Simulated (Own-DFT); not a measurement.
Simulation results for AlGa3N4 (wurtzite random alloy, strained, atoms displaced), AlGa7N8 (wurtzite random alloy, atoms displaced)

All values are calculated (Own-DFT development build). A calculation, not a measurement: plane-wave PBE density functional theory by an unreviewed code, no spin, of a simulated periodic cell, stress positive in tension, free energy of the whole cell less one offset for each atom, forces on such cells passed a denser k mesh, this cell's mesh not checked; offsets are fitted by least squares, one for each functional and potential file, so energies compare only between cells with the same atoms and settings and are not formation energies; the far tail of each file's local potential was reset to the Coulomb form; each entry is a single point on an unrelaxed cell, so the pressure reflects the starting lattice, mostly measured values, from which strain is counted, and rises with the displacements; printed positions are rounded, which can move forces by about a meV/angstrom; the program is a retired in-house code; no spin-orbit coupling.

Common to all runs: functional PBE.

```json
{"entry": 1, "formula": "AlGa3N4", "kind": "wurtzite random alloy, strained, atoms displaced", "structure": {"cell_angstrom": [[9.7232, 0.0, 0.0], [-4.8616, 8.4205, 0.0], [0.0, 0.0, 10.2685]], "atoms_fractional": [["Al", 0.10697, 0.223, 0.0023], ["Al", 0.22146, 0.1067, 0.24895], ["N", 0.12152, 0.23265, 0.18707], ["N", 0.234, 0.1242, 0.43567], ["Ga", 0.09948, 0.21925, 0.49654], ["Ga", 0.21341, 0.11094, 0.74691], ["N", 0.11153, 0.22436, 0.69242], ["N", 0.22069, 0.12082, 0.93969], ["Ga", 0.11078, 0.55053, 0.00184], ["Ga", 0.2296, 0.44673, 0.2554], ["N", 0.11504, 0.54929, 0.18441], ["N", 0.21501, 0.43942, 0.4368], ["Al", 0.10851, 0.55371, 0.50383], ["Ga", 0.23028, 0.44775, 0.75666], ["N", 0.11248, 0.54626, 0.68826], ["N", 0.2268, 0.44959, 0.94352], ["Al", 0.10081, 0.88274, 0.99651], ["Ga", 0.21793, 0.76672, 0.24813], ["N", 0.11934, 0.89893, 0.19262], ["N", 0.23095, 0.78274, 0.43407], ["Ga", 0.11901, 0.89428, 0.49814], ["Ga", 0.22925, 0.78364, 0.75253], ["N", 0.11119, 0.90022, 0.69319], ["N", 0.22315, 0.7876, 0.93754], ["Ga", 0.44073, 0.21781, 0.99654], ["Ga", 0.55589, 0.11142, 0.25], ["N", 0.44592, 0.22097, 0.17897], ["N", 0.54861, 0.10526, 0.43733], ["Ga", 0.44345, 0.22382, 0.503], ["Ga", 0.55211, 0.11275, 0.75497], ["N", 0.44111, 0.2206, 0.68676], ["N", 0.5555, 0.10885, 0.93849], ["Ga", 0.45201, 0.56289, 0.00367], ["Ga", 0.55807, 0.44155, 0.24856], ["N", 0.44019, 0.55586, 0.18868], ["N", 0.55076, 0.43995, 0.42695], ["Ga", 0.44757, 0.55411, 0.5021], ["Ga", 0.55839, 0.44607, 0.7554], ["N", 0.44172, 0.54846, 0.68961], ["N", 0.56139, 0.44889, 0.94659], ["Ga", 0.44081, 0.89758, 0.99421], ["Ga", 0.55615, 0.7813, 0.25853], ["N", 0.43626, 0.8851, 0.19409], ["N", 0.54486, 0.77141, 0.43673], ["Al", 0.4374, 0.88372, 0.49159], ["Al", 0.55446, 0.77565, 0.75335], ["N", 0.44477, 0.89581, 0.6945], ["N", 0.56561, 0.78096, 0.93318], ["Ga", 0.77862, 0.22791, 0.00212], ["Al", 0.89148, 0.10792, 0.25762], ["N", 0.78569, 0.23616, 0.18784], ["N", 0.88766, 0.10381, 0.4405], ["Ga", 0.77596, 0.21998, 0.50454], ["Al", 0.89273, 0.11441, 0.75344], ["N", 0.76404, 0.22316, 0.69041], ["N", 0.88533, 0.10117, 0.93904], ["Ga", 0.77653, 0.55743, 0.99435], ["Ga", 0.89444, 0.44267, 0.24946], ["N", 0.77704, 0.55416, 0.19651], ["N", 0.89691, 0.44835, 0.41953], ["Ga", 0.79505, 0.55866, 0.50304], ["Al", 0.88419, 0.44319, 0.7427], ["N", 0.77577, 0.55322, 0.68966], ["N", 0.88532, 0.43469, 0.93818], ["Ga", 0.77473, 0.88062, 0.00496], ["Ga", 0.89018, 0.77653, 0.25004], ["N", 0.77878, 0.88958, 0.18673], ["N", 0.88772, 0.76836, 0.42742], ["Ga", 0.7757, 0.88112, 0.48891], ["Ga", 0.88945, 0.76374, 0.75006], ["N", 0.77809, 0.89284, 0.69316], ["N", 0.88504, 0.7706, 0.93864]]}, "settings": {"potential_files": "PseudoDojo norm-conserving, scalar-relativistic, standard set with the stringent files for Ga", "wave_cutoff [hartree]": 96.0, "occupations": "Gaussian", "smearing_width [eV]": 0.01, "k_mesh": "4 x 4 x 3 centred on Gamma"}, "results": {"free_energy_of_cell_above_offsets [eV]": "-9.059", "pressure [GPa]": -0.98, "stress_xx [GPa]": 5.4, "stress_yy [GPa]": 4.0, "stress_zz [GPa]": -6.46, "stress_yz [GPa]": -0.2, "stress_xz [GPa]": 0.07, "stress_xy [GPa]": -0.96, "force_element": ["Al", "Al", "N", "N", "Ga", "Ga", "N", "N", "Ga", "Ga", "N", "N", "Al", "Ga", "N", "N", "Al", "Ga", "N", "N", "Ga", "Ga", "N", "N", "Ga", "Ga", "N", "N", "Ga", "Ga", "N", "N", "Ga", "Ga", "N", "N", "Ga", "Ga", "N", "N", "Ga", "Ga", "N", "N", "Al", "Al", "N", "N", "Ga", "Al", "N", "N", "Ga", "Al", "N", "N", "Ga", "Ga", "N", "N", "Ga", "Al", "N", "N", "Ga", "Ga", "N", "N", "Ga", "Ga", "N", "N"], "force_x [eV/angstrom]": [0.287, 0.331, -0.609, -1.471, 2.022, 0.773, -1.488, -0.365, -0.33, -0.303, -0.632, -0.416, 0.928, -0.534, -1.885, 0.17, 0.689, -0.5, -0.489, -0.985, -0.322, -0.693, 0.677, -0.863, -0.236, -0.224, -0.6, 0.782, 0.639, -0.458, -0.092, -0.11, -0.553, -0.614, 1.262, 0.691, -0.332, -0.755, 0.555, -0.697, 1.219, -0.247, 1.143, 0.269, 0.822, 0.344, 1.176, -1.465, 0.539, -0.121, 0.723, -1.132, -0.653, -0.418, 2.347, 0.321, 1.204, -0.594, 0.666, 0.56, -1.589, 1.097, 1.148, -0.188, -0.093, 0.299, -0.116, 0.15, -0.127, -1.301, -0.085, 0.854], "force_y [eV/angstrom]": [0.158, 1.846, -2.291, -1.592, 0.735, 1.214, 0.047, -1.479, 0.559, -0.327, 0.601, 1.019, 0.098, -0.863, 0.809, -0.951, 1.429, 0.719, -1.432, -1.64, 0.353, -0.416, -2.425, -0.919, 0.444, 0.323, -0.474, -0.093, 0.46, -0.174, 0.524, 1.112, -0.189, -0.096, 0.799, 0.599, -1.036, -0.9, 1.729, -0.736, -1.367, -0.705, 0.56, 0.797, 1.112, 0.706, -1.466, -0.437, -1.634, 1.034, -3.06, -0.013, -0.222, -0.732, 0.837, 1.447, -1.011, 1.135, 0.465, -0.12, -0.921, -0.517, -0.713, 1.988, 0.927, -0.163, 0.74, 1.169, -0.302, 2.597, -0.613, 0.936], "force_z [eV/angstrom]": [-0.237, -0.451, 0.633, -0.332, 0.803, 0.923, -0.476, 0.141, -1.016, -1.142, 0.957, 1.755, -1.215, -0.397, -0.239, -0.04, 0.663, -0.603, -1.361, 1.586, -0.275, -0.804, -1.039, 0.829, -0.218, -0.65, 1.898, 0.813, -0.916, -1.009, 1.333, 0.507, -0.213, -1.563, 0.628, 3.117, -0.757, -0.257, 0.456, -1.144, 1.29, -2.772, -1.022, 1.99, 1.352, -1.216, -1.546, 0.601, -0.202, -2.161, 0.769, -0.741, -1.161, -0.224, 0.262, 0.085, 1.93, -3.335, -1.681, 6.332, -1.875, 1.379, -0.189, -1.615, -1.396, -2.03, 2.051, 3.034, 2.02, -0.17, -0.703, 0.257]}}
{"entry": 2, "formula": "AlGa7N8", "kind": "wurtzite random alloy, atoms displaced", "structure": {"cell_angstrom": [[12.7175, 0.0, 0.0], [-6.3588, 11.0137, 0.0], [0.0, 0.0, 10.3192]], "atoms_fractional": [["Ga", 0.09588, 0.17397, 0.007], ["Ga", 0.16112, 0.08782, 0.25531], ["N", 0.07436, 0.16111, 0.18932], ["N", 0.1856, 0.09364, 0.43816], ["Al", 0.09623, 0.16272, 0.49719], ["Ga", 0.16515, 0.08097, 0.7482], ["N", 0.08342, 0.16939, 0.69394], ["N", 0.18563, 0.09132, 0.9418], ["Ga", 0.08303, 0.42143, 0.00336], ["Ga", 0.16576, 0.33647, 0.2501], ["N", 0.07921, 0.41876, 0.17916], ["N", 0.17011, 0.33061, 0.43484], ["Ga", 0.09353, 0.42351, 0.50476], ["Ga", 0.1706, 0.33715, 0.73718], ["N", 0.08943, 0.42383, 0.68163], ["N", 0.1604, 0.34213, 0.94563], ["Ga", 0.08191, 0.671, 0.99456], ["Al", 0.15774, 0.57762, 0.24547], ["N", 0.09118, 0.67229, 0.18279], ["N", 0.16594, 0.571, 0.43834], ["Al", 0.08045, 0.65912, 0.4918], ["Ga", 0.17544, 0.58256, 0.75401], ["N", 0.07883, 0.66593, 0.67529], ["N", 0.17077, 0.59009, 0.93494], ["Ga", 0.0716, 0.90977, 0.00709], ["Ga", 0.18352, 0.83814, 0.25495], ["N", 0.08425, 0.91521, 0.19228], ["N", 0.15285, 0.81816, 0.4366], ["Ga", 0.08701, 0.91612, 0.51288], ["Ga", 0.16687, 0.83492, 0.7474], ["N", 0.08645, 0.91688, 0.69924], ["N", 0.16439, 0.81937, 0.93907], ["Ga", 0.34577, 0.17624, 0.99527], ["Ga", 0.42048, 0.08275, 0.2478], ["N", 0.33091, 0.15756, 0.19239], ["N", 0.42011, 0.0881, 0.43353], ["Ga", 0.33443, 0.16888, 0.50309], ["Ga", 0.40844, 0.08986, 0.75806], ["N", 0.3342, 0.16485, 0.67817], ["N", 0.41241, 0.08654, 0.93943], ["Ga", 0.33675, 0.4168, 0.01773], ["Ga", 0.41788, 0.34303, 0.25018], ["N", 0.3272, 0.41483, 0.19269], ["N", 0.41052, 0.33203, 0.43255], ["Ga", 0.32516, 0.41734, 0.49837], ["Ga", 0.41987, 0.33471, 0.74996], ["N", 0.32734, 0.40581, 0.69584], ["N", 0.40587, 0.31577, 0.92779], ["Al", 0.33651, 0.66345, 0.00347], ["Al", 0.40456, 0.58536, 0.24118], ["N", 0.32586, 0.65924, 0.1926], ["N", 0.42076, 0.58119, 0.43839], ["Ga", 0.3351, 0.66247, 0.5209], ["Ga", 0.41281, 0.58945, 0.7504], ["N", 0.351, 0.67763, 0.70097], ["N", 0.41077, 0.5786, 0.9393], ["Ga", 0.32296, 0.90206, 0.97893], ["Ga", 0.42553, 0.82797, 0.24512], ["N", 0.33106, 0.91047, 0.18992], ["N", 0.41954, 0.83855, 0.42859], ["Ga", 0.3444, 0.92419, 0.50442], ["Ga", 0.41562, 0.82545, 0.75754], ["N", 0.33849, 0.91834, 0.70057], ["N", 0.41937, 0.8332, 0.93494], ["Ga", 0.5846, 0.17324, 4e-05], ["Ga", 0.65551, 0.08038, 0.24518], ["N", 0.58738, 0.16928, 0.18785], ["N", 0.66928, 0.09419, 0.44711], ["Ga", 0.58052, 0.17359, 0.50574], ["Ga", 0.6786, 0.09742, 0.75266], ["N", 0.5857, 0.16087, 0.68503], ["N", 0.68074, 0.08337, 0.95257], ["Al", 0.57904, 0.42081, 0.99411], ["Ga", 0.66073, 0.33411, 0.24812], ["N", 0.59138, 0.42552, 0.19055], ["N", 0.6749, 0.33276, 0.43598], ["Ga", 0.58679, 0.41686, 0.50326], ["Ga", 0.67974, 0.33653, 0.75024], ["N", 0.58601, 0.42171, 0.68585], ["N", 0.67326, 0.33195, 0.9356], ["Ga", 0.57732, 0.66021, 0.00176], ["Ga", 0.67041, 0.58581, 0.24073], ["N", 0.56272, 0.66864, 0.18936], ["N", 0.66567, 0.58494, 0.4414], ["Ga", 0.58569, 0.65852, 0.49668], ["Ga", 0.66676, 0.5801, 0.74759], ["N", 0.59249, 0.65805, 0.68916], ["N", 0.66039, 0.57669, 0.93415], ["Ga", 0.57934, 0.90451, 0.01879], ["Al", 0.66492, 0.84351, 0.25073], ["N", 0.57816, 0.91322, 0.18663], ["N", 0.66252, 0.82596, 0.44429], ["Ga", 0.58058, 0.92104, 0.5028], ["Ga", 0.67068, 0.8358, 0.75422], ["N", 0.58926, 0.92394, 0.6889], ["N", 0.66268, 0.82801, 0.94824], ["Ga", 0.83373, 0.15846, 0.00446], ["Ga", 0.90156, 0.06509, 0.26058], ["N", 0.8223, 0.17164, 0.1864], ["N", 0.91192, 0.07545, 0.4446], ["Ga", 0.82824, 0.16075, 0.50859], ["Ga", 0.92574, 0.09031, 0.75231], ["N", 0.84598, 0.17254, 0.68714], ["N", 0.91155, 0.07976, 0.93528], ["Ga", 0.83207, 0.41432, 0.01427], ["Ga", 0.91086, 0.33189, 0.24988], ["N", 0.83393, 0.41479, 0.19683], ["N", 0.91916, 0.32621, 0.44177], ["Ga", 0.83661, 0.41702, 0.49357], ["Ga", 0.90739, 0.32189, 0.74389], ["N", 0.84222, 0.41754, 0.69013], ["N", 0.93002, 0.32287, 0.95209], ["Ga", 0.82768, 0.67279, 0.00281], ["Ga", 0.91181, 0.5866, 0.25409], ["N", 0.83393, 0.67457, 0.19593], ["N", 0.9153, 0.58596, 0.43609], ["Ga", 0.83667, 0.66975, 0.50177], ["Ga", 0.91944, 0.5922, 0.75313], ["N", 0.83952, 0.65984, 0.69063], ["N", 0.90641, 0.57536, 0.93496], ["Ga", 0.8337, 0.91853, 0.00858], ["Al", 0.91111, 0.83373, 0.25293], ["N", 0.84089, 0.92168, 0.18119], ["N", 0.90559, 0.82858, 0.43887], ["Ga", 0.83648, 0.91814, 0.50629], ["Ga", 0.89552, 0.82753, 0.74129], ["N", 0.8399, 0.92143, 0.69519], ["N", 0.92464, 0.85034, 0.93208]]}, "settings": {"potential_files": "PseudoDojo norm-conserving, scalar-relativistic, standard set", "wave_cutoff [hartree]": 42.0, "occupations": "Fermi-Dirac", "smearing_width [eV]": 0.05, "k_mesh": "3 x 3 x 3 centred on Gamma"}, "results": {"free_energy_of_cell_above_offsets [eV]": "34.531", "pressure [GPa]": 9.83, "stress_xx [GPa]": -9.15, "stress_yy [GPa]": -9.78, "stress_zz [GPa]": -10.55, "stress_yz [GPa]": 0.67, "stress_xz [GPa]": -0.86, "stress_xy [GPa]": 0.78, "force_element": ["Ga", "Ga", "N", "N", "Al", "Ga", "N", "N", "Ga", "Ga", "N", "N", "Ga", "Ga", "N", "N", "Ga", "Al", "N", "N", "Al", "Ga", "N", "N", "Ga", "Ga", "N", "N", "Ga", "Ga", "N", "N", "Ga", "Ga", "N", "N", "Ga", "Ga", "N", "N", "Ga", "Ga", "N", "N", "Ga", "Ga", "N", "N", "Al", "Al", "N", "N", "Ga", "Ga", "N", "N", "Ga", "Ga", "N", "N", "Ga", "Ga", "N", "N", "Ga", "Ga", "N", "N", "Ga", "Ga", "N", "N", "Al", "Ga", "N", "N", "Ga", "Ga", "N", "N", "Ga", "Ga", "N", "N", "Ga", "Ga", "N", "N", "Ga", "Al", "N", "N", "Ga", "Ga", "N", "N", "Ga", "Ga", "N", "N", "Ga", "Ga", "N", "N", "Ga", "Ga", "N", "N", "Ga", "Ga", "N", "N", "Ga", "Ga", "N", "N", "Ga", "Ga", "N", "N", "Ga", "Al", "N", "N", "Ga", "Ga", "N", "N"], "force_x [eV/angstrom]": [-0.951, 1.927, -0.471, -3.842, -2.393, 0.114, 1.684, -2.886, 0.53, -1.774, 0.446, -1.413, -1.122, -2.12, 0.117, 3.76, -0.156, 0.374, -0.836, -0.788, 0.239, -2.255, 1.574, 0.891, 3.152, -3.524, -1.293, 1.004, 0.016, 0.793, -1.761, -2.641, -0.826, -0.722, -0.637, -0.085, 2.619, 2.776, -0.965, 2.572, -1.544, 1.077, 0.659, 1.107, 2.587, -0.086, 1.375, 0.836, -1.685, 1.917, -1.29, -1.737, 0.035, 5.051, -3.045, 0.156, 1.119, -4.116, 3.38, 0.013, -1.008, 0.512, -0.308, 0.778, 1.032, 1.83, -1.863, -0.427, 0.878, 0.221, -1.6, -4.412, 1.229, 1.49, -1.575, -2.032, -0.59, -1.252, 0.852, -1.994, -0.219, -2.207, 2.629, 2.665, -1.968, 1.722, -3.562, 0.07, -0.257, 1.393, 1.978, -0.163, 1.003, -0.959, 0.173, 0.788, 1.618, -0.374, 1.627, 1.478, 0.783, -0.671, -0.618, 1.964, 1.514, 1.793, -1.933, -0.047, 1.123, 1.804, -0.937, -4.386, 1.341, 1.816, 0.019, 0.931, -0.479, 3.329, -3.945, 0.067, -0.369, 1.809, -1.416, 1.611, -1.481, 4.818, -2.874, -1.698], "force_y [eV/angstrom]": [-0.488, -1.023, 0.856, -2.921, 0.821, 1.149, -0.283, -1.841, 1.308, -1.29, 0.319, -1.539, -3.813, -0.846, -0.719, -1.216, -4.05, 0.589, -1.374, 4.267, -0.095, 0.35, 0.238, 0.062, 2.258, -1.345, -0.457, 1.755, -0.452, -1.545, -0.298, 3.522, -4.633, -0.668, 2.346, -0.417, 1.355, -0.958, 0.912, -1.614, -1.021, -2.148, 1.645, 0.981, 0.209, -0.408, 3.001, 7.571, 0.26, -1.438, 0.461, 0.324, 0.759, -3.414, -2.369, 0.349, 2.772, -0.921, 1.679, -1.217, -0.792, 5.537, -0.082, -1.506, -2.03, 1.021, 0.455, -1.891, -0.668, -2.444, 1.599, -1.707, -1.96, -0.38, -1.204, 0.606, -0.221, -0.528, -1.97, 1.234, 0.472, 1.06, 0.882, -1.317, 1.35, -0.135, 2.299, 0.71, 1.869, -2.29, 1.315, 1.789, 0.017, -0.254, -0.7, -0.16, 1.906, 4.71, -2.141, 1.665, 0.919, -0.854, -2.85, -0.141, -0.345, -0.617, 1.489, 1.087, -0.149, 4.08, 0.731, 0.456, -0.221, 0.099, 0.287, -0.385, -1.079, -2.466, 2.104, 1.377, 0.608, 0.925, -3.438, 1.388, -1.313, -1.201, 1.276, -3.183], "force_z [eV/angstrom]": [-1.716, -1.379, 1.24, 0.287, 0.609, 1.609, -2.511, -0.741, -1.253, -0.374, 3.543, 0.626, -1.138, 3.011, 1.877, -1.093, 1.401, 0.393, 1.152, -1.52, 0.667, -0.551, 0.76, 1.06, 0.08, 0.083, 0.879, 1.122, -1.771, 0.053, -1.153, -2.091, 4.319, -0.413, -0.806, 1.014, -1.742, -0.834, 2.061, 0.113, -4.196, 0.304, 0.989, 1.426, 0.622, -1.473, -1.725, 0.914, -0.195, 2.683, -1.713, -0.485, -3.955, 1.157, -2.355, 0.354, 2.752, 1.009, -1.922, 1.986, -0.13, -0.438, -1.015, 2.504, -0.364, 1.667, -0.513, -1.553, -0.952, 1.296, 1.749, -2.12, 0.286, 0.758, -2.486, 0.077, -1.529, -0.572, 0.807, 0.801, -0.138, 2.233, 0.102, -1.62, 0.924, 0.514, -0.255, 1.181, -5.742, 1.115, 3.179, -1.639, -0.108, -0.208, 0.904, -0.741, 0.766, -0.244, 1.525, 0.088, -1.951, 0.931, 0.181, 0.756, -1.824, 1.046, -0.097, -0.219, 0.857, 2.729, -0.866, -2.571, -0.823, -1.156, -1.438, 0.619, -0.04, 0.278, -1.111, 1.739, -3.438, 0.404, 2.896, -0.468, 0.094, 1.98, -1.438, -0.235]}}
```
